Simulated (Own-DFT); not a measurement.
## Calculated data, SiC (twinned 3C silicon carbide, strained, atoms displaced)

A calculation, not a measurement: plane-wave PBE density functional theory by an unreviewed code, no spin, of a simulated periodic cell, stress positive in tension, free energy of the whole cell less one offset for each atom, forces on such cells passed a denser k mesh, this cell's mesh not checked; offsets are fitted by least squares, one for each functional and potential file, so energies compare only between cells with the same atoms and settings and are not formation energies; the far tail of each file's local potential was reset to the Coulomb form; each entry is a single point on an unrelaxed cell, so the pressure reflects the starting lattice, mostly measured values (interpolated for alloys), from which strain is counted, and rises with the displacements; printed positions are rounded, which can move forces by about a meV/angstrom; the program, named Own-DFT, is a retired in-house code; no spin-orbit coupling. Program: Own-DFT development build.

Settings shared by all entries: functional PBE; potential files PseudoDojo norm-conserving, scalar-relativistic, standard set; wave cutoff 42 hartree; occupations Fermi-Dirac; smearing width 0.1 eV; hardware one NVIDIA H100; k mesh 5 x 5 x 2 centred on Gamma.

(1) 
```cif
# cell vector a (Å): 4.3661 -4.2350 0.0811
# cell vector b (Å): 0.0018 4.3178 -4.4107
# cell vector c (Å): 9.0377 8.6133 8.7956
data_SiC
_symmetry_space_group_name_H-M 'P 1'
_symmetry_Int_Tables_number 1
_cell_length_a 6.0831
_cell_length_b 6.1723
_cell_length_c 15.2719
_cell_angle_alpha 90.965
_cell_angle_beta 87.720
_cell_angle_gamma 119.757
_cell_volume 497.41
loop_
_atom_site_label
_atom_site_type_symbol
_atom_site_fract_x
_atom_site_fract_y
_atom_site_fract_z
_atom_site_occupancy
Si1 Si 0.00968 0.01771 0.43844 1
C1 C 0.00326 0.99657 0.06025 1
Si2 Si 0.15142 0.32772 0.10328 1
C2 C 0.16812 0.34115 0.23034 1
Si3 Si 0.34521 0.18195 0.26856 1
C3 C 0.32567 0.16565 0.39353 1
Si4 Si 0.00754 0.51344 0.43671 1
C4 C 0.00710 0.50863 0.06457 1
Si5 Si 0.17494 0.83291 0.10243 1
C5 C 0.15045 0.82732 0.22821 1
Si6 Si 0.31932 0.66564 0.26960 1
C6 C 0.33055 0.67113 0.39790 1
Si7 Si 0.49195 0.99518 0.43301 1
C7 C 0.50684 0.99749 0.05774 1
Si8 Si 0.67918 0.32749 0.10184 1
C8 C 0.67390 0.33656 0.22551 1
Si9 Si 0.82897 0.16244 0.27256 1
C9 C 0.81509 0.15616 0.39564 1
Si10 Si 0.49517 0.50212 0.43452 1
C10 C 0.49167 0.48818 0.06566 1
Si11 Si 0.66850 0.84087 0.10460 1
C11 C 0.66816 0.84906 0.23143 1
Si12 Si 0.82792 0.65864 0.26920 1
C12 C 0.81757 0.65970 0.39599 1
Si13 Si 0.00096 0.00689 0.94076 1
C13 C 0.99649 0.97233 0.55530 1
Si14 Si 0.82132 0.68204 0.60330 1
C14 C 0.83583 0.66251 0.72637 1
Si15 Si 0.66719 0.83027 0.76840 1
C15 C 0.67608 0.84387 0.89944 1
Si16 Si 0.01541 0.50876 0.94530 1
C16 C 0.99921 0.49969 0.55998 1
Si17 Si 0.83582 0.16245 0.60428 1
C17 C 0.82188 0.15981 0.73224 1
Si18 Si 0.65806 0.33535 0.77238 1
C18 C 0.66384 0.32103 0.89469 1
Si19 Si 0.49606 0.00305 0.93980 1
C19 C 0.50409 0.99332 0.56185 1
Si20 Si 0.33766 0.67414 0.61137 1
C20 C 0.33159 0.67699 0.72582 1
Si21 Si 0.16766 0.82635 0.76929 1
C21 C 0.17011 0.82409 0.89379 1
Si22 Si 0.49388 0.50007 0.93585 1
C22 C 0.50784 0.49542 0.56828 1
Si23 Si 0.32749 0.17632 0.60460 1
C23 C 0.33318 0.14952 0.73474 1
Si24 Si 0.17572 0.34276 0.77369 1
C24 C 0.18354 0.35606 0.89301 1
_calc_free_energy_of_cell_above_offsets '-3.453'  # eV
_calc_pressure 5.05  # GPa
_calc_stress_xx -1.66  # GPa
_calc_stress_yy -8.62  # GPa
_calc_stress_zz -4.88  # GPa
_calc_stress_yz -3.59  # GPa
_calc_stress_xz 5.28  # GPa
_calc_stress_xy 4.76  # GPa
_calc_wall_time 184.5  # s
```

Force:
| element | x (eV/Å) | y (eV/Å) | z (eV/Å) |
| --- | --- | --- | --- |
| Si | -3.529 | -0.495 | 1.194 |
| C | 0.761 | 1.011 | 0.341 |
| Si | 2.313 | -0.836 | 0.529 |
| C | -0.783 | -0.665 | 0.345 |
| Si | -1.576 | 0.244 | 1.306 |
| C | 1.018 | -0.691 | -1.151 |
| Si | -1.817 | 1.133 | 2.227 |
| C | -0.047 | -0.7 | 0.284 |
| Si | 0.336 | 1.694 | -0.119 |
| C | 1.649 | -0.836 | -1.777 |
| Si | 1.269 | 0.031 | -0.437 |
| C | -0.999 | -1.742 | -0.767 |
| Si | 1.265 | 1.98 | 1.031 |
| C | 1.182 | 1.547 | 0.634 |
| Si | -1.741 | 2.408 | -0.058 |
| C | -0.025 | -0.289 | 0.59 |
| Si | 0.962 | 0.613 | -0.743 |
| C | 2.142 | -0.737 | -1.958 |
| Si | 0.589 | 0.986 | 1.505 |
| C | 0.413 | -0.363 | -1.16 |
| Si | -0.348 | -1.04 | 1.788 |
| C | -1.62 | -1.685 | 1.128 |
| Si | -0.186 | 2.059 | -0.22 |
| C | 1.428 | -1.316 | -1.873 |
| Si | -0.676 | -2.121 | -1.135 |
| C | 2.524 | 3.304 | -3.031 |
| Si | 1.545 | -3.579 | 3.576 |
| C | -0.073 | 0.998 | -0.04 |
| Si | 1.112 | 1.207 | 0.363 |
| C | -1.383 | -0.813 | 0.176 |
| Si | -3.187 | -0.853 | -1.289 |
| C | 1.102 | 0.554 | 0.72 |
| Si | -0.48 | 0.557 | -0.878 |
| C | 1.053 | -1.273 | -1.39 |
| Si | 0.72 | -1.48 | 0.342 |
| C | 1.394 | 1.621 | -1.061 |
| Si | -1.011 | -2.061 | -0.837 |
| C | -0.372 | 1.059 | -0.655 |
| Si | -3.464 | -2.245 | -1.754 |
| C | 2.231 | -0.92 | 2.975 |
| Si | -0.261 | 2.09 | 0.657 |
| C | 0.236 | 1.834 | -0.234 |
| Si | 2.884 | -0.567 | -0.046 |
| C | -2.985 | 1.212 | -1.448 |
| Si | 0.703 | -2.194 | 2.449 |
| C | -1.482 | 1.419 | -2.747 |
| Si | -2.085 | -0.718 | 0.182 |
| C | -0.701 | 0.659 | 2.466 |

(2) 
```cif
# cell vector a (Å): 4.2977 -4.3927 -0.0916
# cell vector b (Å): 0.0418 4.3429 -4.3645
# cell vector c (Å): 8.4781 8.8513 8.8109
data_SiC
_symmetry_space_group_name_H-M 'P 1'
_symmetry_Int_Tables_number 1
_cell_length_a 6.1461
_cell_length_b 6.1572
_cell_length_c 15.0949
_cell_angle_alpha 89.791
_cell_angle_beta 92.009
_cell_angle_gamma 119.262
_cell_volume 497.98
loop_
_atom_site_label
_atom_site_type_symbol
_atom_site_fract_x
_atom_site_fract_y
_atom_site_fract_z
_atom_site_occupancy
Si1 Si 0.01706 0.01311 0.44043 1
C1 C 0.99972 0.00600 0.06367 1
Si2 Si 0.17649 0.35545 0.10429 1
C2 C 0.17483 0.34205 0.23278 1
Si3 Si 0.32866 0.14992 0.26705 1
C3 C 0.33505 0.17190 0.39750 1
Si4 Si 0.00837 0.50728 0.43707 1
C4 C 0.00256 0.51813 0.07072 1
Si5 Si 0.16150 0.83614 0.10745 1
C5 C 0.16226 0.83043 0.22761 1
Si6 Si 0.33024 0.67105 0.27216 1
C6 C 0.32823 0.67416 0.39742 1
Si7 Si 0.50105 0.99914 0.43867 1
C7 C 0.52434 0.00788 0.06198 1
Si8 Si 0.67153 0.31441 0.10070 1
C8 C 0.68022 0.35875 0.22886 1
Si9 Si 0.84069 0.16633 0.27535 1
C9 C 0.83742 0.15696 0.39696 1
Si10 Si 0.52300 0.50699 0.44059 1
C10 C 0.49585 0.50660 0.06061 1
Si11 Si 0.65929 0.82009 0.10634 1
C11 C 0.67350 0.83384 0.23478 1
Si12 Si 0.83336 0.67019 0.27026 1
C12 C 0.82560 0.66846 0.39046 1
Si13 Si 0.99915 0.99927 0.94010 1
C13 C 0.00783 0.98700 0.56662 1
Si14 Si 0.84243 0.68294 0.60487 1
C14 C 0.82494 0.65218 0.73147 1
Si15 Si 0.66197 0.80976 0.77523 1
C15 C 0.66268 0.81918 0.89925 1
Si16 Si 0.99646 0.50914 0.94104 1
C16 C 0.00115 0.49528 0.56401 1
Si17 Si 0.85136 0.17308 0.60877 1
C17 C 0.83106 0.16835 0.73765 1
Si18 Si 0.68790 0.33801 0.76707 1
C18 C 0.66882 0.32804 0.89547 1
Si19 Si 0.47818 0.98712 0.93220 1
C19 C 0.49438 0.01189 0.56393 1
Si20 Si 0.32526 0.66895 0.60445 1
C20 C 0.35792 0.68626 0.73200 1
Si21 Si 0.15554 0.83675 0.77456 1
C21 C 0.17410 0.83680 0.89932 1
Si22 Si 0.50183 0.50907 0.93566 1
C22 C 0.49415 0.49537 0.56132 1
Si23 Si 0.32033 0.15527 0.60571 1
C23 C 0.36066 0.17803 0.73407 1
Si24 Si 0.15569 0.32480 0.77296 1
C24 C 0.17270 0.33240 0.89512 1
_calc_free_energy_of_cell_above_offsets '-2.683'  # eV
_calc_pressure 5.35  # GPa
_calc_stress_xx -11.92  # GPa
_calc_stress_yy -2.46  # GPa
_calc_stress_zz -1.66  # GPa
_calc_stress_yz 4.02  # GPa
_calc_stress_xz -2.07  # GPa
_calc_stress_xy -0.61  # GPa
_calc_wall_time 191.8  # s
```

Force:
| element | x (eV/Å) | y (eV/Å) | z (eV/Å) |
| --- | --- | --- | --- |
| Si | -1.304 | -1.006 | 0.813 |
| C | 0.499 | 0.51 | 0.087 |
| Si | -0.146 | -0.476 | 1.969 |
| C | -0.977 | -0.75 | 0.293 |
| Si | 2.248 | 2.099 | -1.957 |
| C | 0.265 | -1.141 | -0.427 |
| Si | -1.051 | 0.092 | 0.694 |
| C | -1.776 | -2.244 | -0.305 |
| Si | 0.654 | -0.396 | -2.139 |
| C | 0.493 | 0.411 | 0.486 |
| Si | 1.161 | -0.767 | 0.613 |
| C | 0.736 | -1.309 | 0.304 |
| Si | 0.364 | 0.479 | -0.437 |
| C | -3.299 | 0.145 | 1.785 |
| Si | 1.341 | 3.85 | -1.932 |
| C | -1.828 | -2.268 | 3.304 |
| Si | -0.812 | -0.137 | -1.727 |
| C | 0.53 | 2.012 | -0.524 |
| Si | -2.945 | 0.92 | -0.253 |
| C | 0.334 | -1.351 | 1.301 |
| Si | 1.71 | 0.08 | -1.191 |
| C | -2.043 | 0.817 | -1.498 |
| Si | 0.55 | -0.193 | -0.149 |
| C | 3.276 | 0.2 | 0.755 |
| Si | 0.246 | 0.556 | -0.538 |
| C | -1.633 | 1.965 | -2.223 |
| Si | -1.796 | -1.089 | 3.93 |
| C | 1.004 | -0.354 | -2.703 |
| Si | 1.515 | 1.12 | -1.682 |
| C | 0.031 | 0.35 | -2.546 |
| Si | 0.316 | -1.355 | 1.196 |
| C | -0.437 | 0.876 | -0.378 |
| Si | -2.043 | 0.95 | 0.724 |
| C | -0.606 | -4.455 | 0.426 |
| Si | -0.132 | 3.174 | 2.223 |
| C | -0.229 | 0.613 | -0.443 |
| Si | 6.106 | -0.984 | -1.086 |
| C | 1.245 | -2.178 | 1.061 |
| Si | 2.077 | -0.806 | -0.603 |
| C | -4.415 | 1.137 | 1.771 |
| Si | 1.687 | -2.203 | -0.919 |
| C | -4.302 | 1.265 | 0.87 |
| Si | 0.04 | -1.077 | 2.704 |
| C | 1.368 | 1.007 | 0.182 |
| Si | 3.75 | 0.132 | -1.508 |
| C | -3.946 | 1.215 | 0.711 |
| Si | 2.602 | -1.075 | -1.67 |
| C | -0.428 | 1.64 | 0.636 |

(3) 
```cif
# cell vector a (Å): 4.2163 -4.3140 0.0511
# cell vector b (Å): 0.0947 4.4598 -4.3993
# cell vector c (Å): 8.7585 8.8517 8.5414
data_SiC
_symmetry_space_group_name_H-M 'P 1'
_symmetry_Int_Tables_number 1
_cell_length_a 6.0324
_cell_length_b 6.2652
_cell_length_c 15.1003
_cell_angle_alpha 88.346
_cell_angle_beta 90.517
_cell_angle_gamma 120.294
_cell_volume 492.56
loop_
_atom_site_label
_atom_site_type_symbol
_atom_site_fract_x
_atom_site_fract_y
_atom_site_fract_z
_atom_site_occupancy
Si1 Si 0.99037 0.99618 0.44150 1
C1 C 0.00330 0.00484 0.05747 1
Si2 Si 0.17070 0.32351 0.10767 1
C2 C 0.15528 0.32160 0.22705 1
Si3 Si 0.33455 0.17468 0.27171 1
C3 C 0.33654 0.15800 0.39512 1
Si4 Si 0.98554 0.49406 0.44043 1
C4 C 0.00658 0.51396 0.05931 1
Si5 Si 0.17167 0.82186 0.10102 1
C5 C 0.16945 0.82821 0.23367 1
Si6 Si 0.32190 0.65998 0.26570 1
C6 C 0.34484 0.67187 0.39331 1
Si7 Si 0.49929 0.99579 0.43289 1
C7 C 0.50243 0.00206 0.06543 1
Si8 Si 0.66607 0.34005 0.10597 1
C8 C 0.66756 0.34425 0.22625 1
Si9 Si 0.82698 0.17296 0.26980 1
C9 C 0.83015 0.14390 0.39416 1
Si10 Si 0.50302 0.51162 0.44231 1
C10 C 0.49276 0.49823 0.06443 1
Si11 Si 0.66793 0.83191 0.10417 1
C11 C 0.66979 0.84503 0.23043 1
Si12 Si 0.83662 0.67769 0.27081 1
C12 C 0.84781 0.68127 0.39555 1
Si13 Si 0.02237 0.00721 0.93166 1
C13 C 0.00563 0.99631 0.56303 1
Si14 Si 0.83101 0.65940 0.60174 1
C14 C 0.84349 0.67098 0.72511 1
Si15 Si 0.68601 0.85028 0.77360 1
C15 C 0.67663 0.82983 0.89290 1
Si16 Si 0.99779 0.49712 0.93515 1
C16 C 0.97914 0.50027 0.56264 1
Si17 Si 0.82387 0.15698 0.60858 1
C17 C 0.82660 0.15495 0.72779 1
Si18 Si 0.67086 0.34457 0.77305 1
C18 C 0.66795 0.34116 0.89351 1
Si19 Si 0.49839 0.00131 0.93648 1
C19 C 0.50606 0.00633 0.56460 1
Si20 Si 0.32715 0.66380 0.60865 1
C20 C 0.35527 0.68003 0.73329 1
Si21 Si 0.15210 0.82724 0.77006 1
C21 C 0.17786 0.84886 0.89459 1
Si22 Si 0.50897 0.50055 0.93450 1
C22 C 0.49596 0.50264 0.56180 1
Si23 Si 0.31408 0.16761 0.60317 1
C23 C 0.32712 0.15603 0.72456 1
Si24 Si 0.17114 0.33968 0.76576 1
C24 C 0.15793 0.32526 0.89022 1
_calc_free_energy_of_cell_above_offsets '-3.726'  # eV
_calc_pressure 7.34  # GPa
_calc_stress_xx -12.98  # GPa
_calc_stress_yy -2.81  # GPa
_calc_stress_zz -6.23  # GPa
_calc_stress_yz -5.57  # GPa
_calc_stress_xz -1.54  # GPa
_calc_stress_xy 7.66  # GPa
_calc_wall_time 185  # s
```

Force:
| element | x (eV/Å) | y (eV/Å) | z (eV/Å) |
| --- | --- | --- | --- |
| Si | 1.123 | -2.48 | -0.689 |
| C | 0.914 | -0.268 | 0.888 |
| Si | -2.672 | 0.121 | -1.142 |
| C | 1.291 | 0.789 | -0.631 |
| Si | -0.206 | -0.665 | 1.284 |
| C | 0.043 | 2.06 | -1.255 |
| Si | 0.406 | -2.094 | -0.945 |
| C | -0.471 | -1.084 | 2.182 |
| Si | 0.114 | 2.921 | -0.623 |
| C | -1.508 | 0.111 | -2.656 |
| Si | 2.284 | -0.32 | 1.29 |
| C | -1.6 | 0.759 | 1.293 |
| Si | 0.741 | 0.911 | 1.568 |
| C | 0.138 | -0.874 | -1.492 |
| Si | -0.455 | -1.412 | -0.489 |
| C | 1.04 | 0.951 | 0.617 |
| Si | -0.073 | -0.308 | 1.063 |
| C | 0.182 | 2.187 | -2.746 |
| Si | -1.535 | -2.401 | -0.409 |
| C | 0.589 | -1.158 | -1.369 |
| Si | 0.327 | -0.142 | -0.364 |
| C | -0.974 | -0.878 | 0.071 |
| Si | -0.21 | 0.29 | 0.57 |
| C | -1.099 | 0.377 | 1.58 |
| Si | -0.837 | 2.854 | 1.167 |
| C | -2.715 | 1.834 | 0.64 |
| Si | -0.011 | 2.026 | -0.571 |
| C | -1.55 | 1.257 | 1.262 |
| Si | -1.437 | -1.392 | 1.259 |
| C | 0.759 | 1.572 | 0.193 |
| Si | 1.367 | -0.196 | -0.505 |
| C | 1.943 | -2.477 | 1.704 |
| Si | -0.454 | -0.968 | -1.676 |
| C | 1.882 | 1.956 | -1.894 |
| Si | -2.138 | -1.852 | -0.1 |
| C | 0.231 | -0.456 | 1.24 |
| Si | 2.027 | -1.014 | 0.05 |
| C | -2.512 | 0.063 | 0.551 |
| Si | -0.155 | -0.118 | -1.769 |
| C | -2.367 | 0.424 | 0.623 |
| Si | 3.087 | -1.669 | -1.265 |
| C | -1.498 | -1.862 | 1.497 |
| Si | -0.768 | 2.05 | 0.261 |
| C | 0.165 | 1.38 | 1.087 |
| Si | 3.304 | -2.692 | -0.529 |
| C | 1.34 | 1.697 | -0.354 |
| Si | 0.471 | -0.281 | 0.653 |
| C | 1.477 | 0.471 | -1.119 |

(4) 
```cif
# cell vector a (Å): 4.2590 -4.3521 -0.0079
# cell vector b (Å): 0.0248 4.3691 -4.3252
# cell vector c (Å): 8.9368 9.1388 9.0014
data_SiC
_symmetry_space_group_name_H-M 'P 1'
_symmetry_Int_Tables_number 1
_cell_length_a 6.0893
_cell_length_b 6.1479
_cell_length_c 15.6336
_cell_angle_alpha 89.274
_cell_angle_beta 91.073
_cell_angle_gamma 120.277
_cell_volume 505.35
loop_
_atom_site_label
_atom_site_type_symbol
_atom_site_fract_x
_atom_site_fract_y
_atom_site_fract_z
_atom_site_occupancy
Si1 Si 0.00460 0.99803 0.43593 1
C1 C 0.99048 0.00445 0.06084 1
Si2 Si 0.17555 0.33479 0.10679 1
C2 C 0.16228 0.33031 0.22711 1
Si3 Si 0.34506 0.18250 0.26991 1
C3 C 0.35328 0.16661 0.39434 1
Si4 Si 0.00758 0.50966 0.44055 1
C4 C 0.00890 0.50057 0.05805 1
Si5 Si 0.17760 0.83125 0.10464 1
C5 C 0.16914 0.83365 0.23359 1
Si6 Si 0.33775 0.66121 0.26815 1
C6 C 0.33886 0.66739 0.39829 1
Si7 Si 0.48782 0.98524 0.43807 1
C7 C 0.49762 0.00591 0.05784 1
Si8 Si 0.65789 0.30833 0.10485 1
C8 C 0.66163 0.33373 0.22943 1
Si9 Si 0.84000 0.16863 0.27173 1
C9 C 0.84207 0.17525 0.39549 1
Si10 Si 0.49547 0.50094 0.43820 1
C10 C 0.49769 0.49756 0.06784 1
Si11 Si 0.68532 0.83540 0.10204 1
C11 C 0.66226 0.82096 0.22575 1
Si12 Si 0.82619 0.66509 0.27127 1
C12 C 0.81148 0.65894 0.39639 1
Si13 Si 0.99531 0.99246 0.93639 1
C13 C 0.00142 0.00649 0.56971 1
Si14 Si 0.82911 0.66727 0.60315 1
C14 C 0.83470 0.67248 0.72987 1
Si15 Si 0.66770 0.83148 0.77636 1
C15 C 0.67514 0.84588 0.89194 1
Si16 Si 0.99980 0.49227 0.93652 1
C16 C 0.00040 0.50725 0.56281 1
Si17 Si 0.83805 0.16460 0.60828 1
C17 C 0.83043 0.16599 0.73233 1
Si18 Si 0.65613 0.31791 0.77132 1
C18 C 0.67188 0.34026 0.89775 1
Si19 Si 0.50496 0.01208 0.93964 1
C19 C 0.50152 0.01882 0.55733 1
Si20 Si 0.32493 0.66359 0.60270 1
C20 C 0.32536 0.66771 0.72643 1
Si21 Si 0.18535 0.84044 0.77243 1
C21 C 0.16001 0.81918 0.89921 1
Si22 Si 0.49469 0.48260 0.93651 1
C22 C 0.51522 0.50399 0.56290 1
Si23 Si 0.30784 0.16711 0.60308 1
C23 C 0.33259 0.16666 0.73220 1
Si24 Si 0.17267 0.33486 0.76918 1
C24 C 0.15248 0.32689 0.89821 1
_calc_free_energy_of_cell_above_offsets '-3.499'  # eV
_calc_pressure 2.04  # GPa
_calc_stress_xx -7.01  # GPa
_calc_stress_yy 1.05  # GPa
_calc_stress_zz -0.17  # GPa
_calc_stress_yz 5.25  # GPa
_calc_stress_xz 7.45  # GPa
_calc_stress_xy 8.81  # GPa
_calc_wall_time 194.7  # s
```

Force:
| element | x (eV/Å) | y (eV/Å) | z (eV/Å) |
| --- | --- | --- | --- |
| Si | -0.045 | 0.628 | -0.521 |
| C | 2.351 | -2.307 | -0.492 |
| Si | -1.804 | 0.338 | -0.439 |
| C | 0.672 | 0.028 | -0.024 |
| Si | -0.846 | 0.01 | 2.501 |
| C | -1.982 | 1.956 | -0.398 |
| Si | -1.7 | -0.176 | 0.596 |
| C | 0.265 | 1.274 | 1.411 |
| Si | -1.569 | 1.132 | 0.372 |
| C | -0.506 | -0.481 | -0.856 |
| Si | 0.025 | 1.542 | 0.141 |
| C | -1.824 | -0.52 | -0.236 |
| Si | 2.538 | -0.418 | -1.86 |
| C | 0.851 | -1.085 | 2.169 |
| Si | 1.926 | 1.584 | -3.057 |
| C | 0.892 | -1.819 | -0.349 |
| Si | -0.94 | 0.708 | 0.837 |
| C | -0.141 | -0.206 | 0.69 |
| Si | 0.41 | -0.344 | 1.759 |
| C | 0.214 | -2.128 | -0.913 |
| Si | -2.105 | 1.972 | 1.577 |
| C | 0.808 | 0.927 | -1.486 |
| Si | 0.974 | -0.768 | 0.132 |
| C | 2.136 | -1.57 | -1.378 |
| Si | 0.848 | 0.112 | 0.04 |
| C | -4.209 | -0.888 | -0.016 |
| Si | 2.595 | 0.476 | 0.855 |
| C | 0.032 | -0.6 | 0.8 |
| Si | -1.414 | -1.521 | -1.277 |
| C | -0.531 | 1.371 | 2.657 |
| Si | 0.97 | 1.076 | 0.079 |
| C | -0.494 | -0.453 | 0.697 |
| Si | -1.74 | 1.886 | -0.864 |
| C | -0.306 | -0.929 | -0.13 |
| Si | 2.024 | 0.701 | -2.268 |
| C | -1.586 | -0.959 | 0.317 |
| Si | -1.142 | -1.395 | 0.695 |
| C | 0.454 | 0.39 | 2.487 |
| Si | 1.993 | -0.121 | -1.493 |
| C | 1.371 | -1.085 | 0.389 |
| Si | -2.218 | 1.511 | 1.4 |
| C | 0.561 | -0.288 | -2.229 |
| Si | 0.567 | 2.533 | -1.177 |
| C | -3.319 | 1.859 | 0.348 |
| Si | 5.572 | -2.54 | -0.675 |
| C | -1.123 | -0.475 | -0.666 |
| Si | -0.068 | 1.675 | 0.623 |
| C | 0.558 | -2.615 | -0.771 |
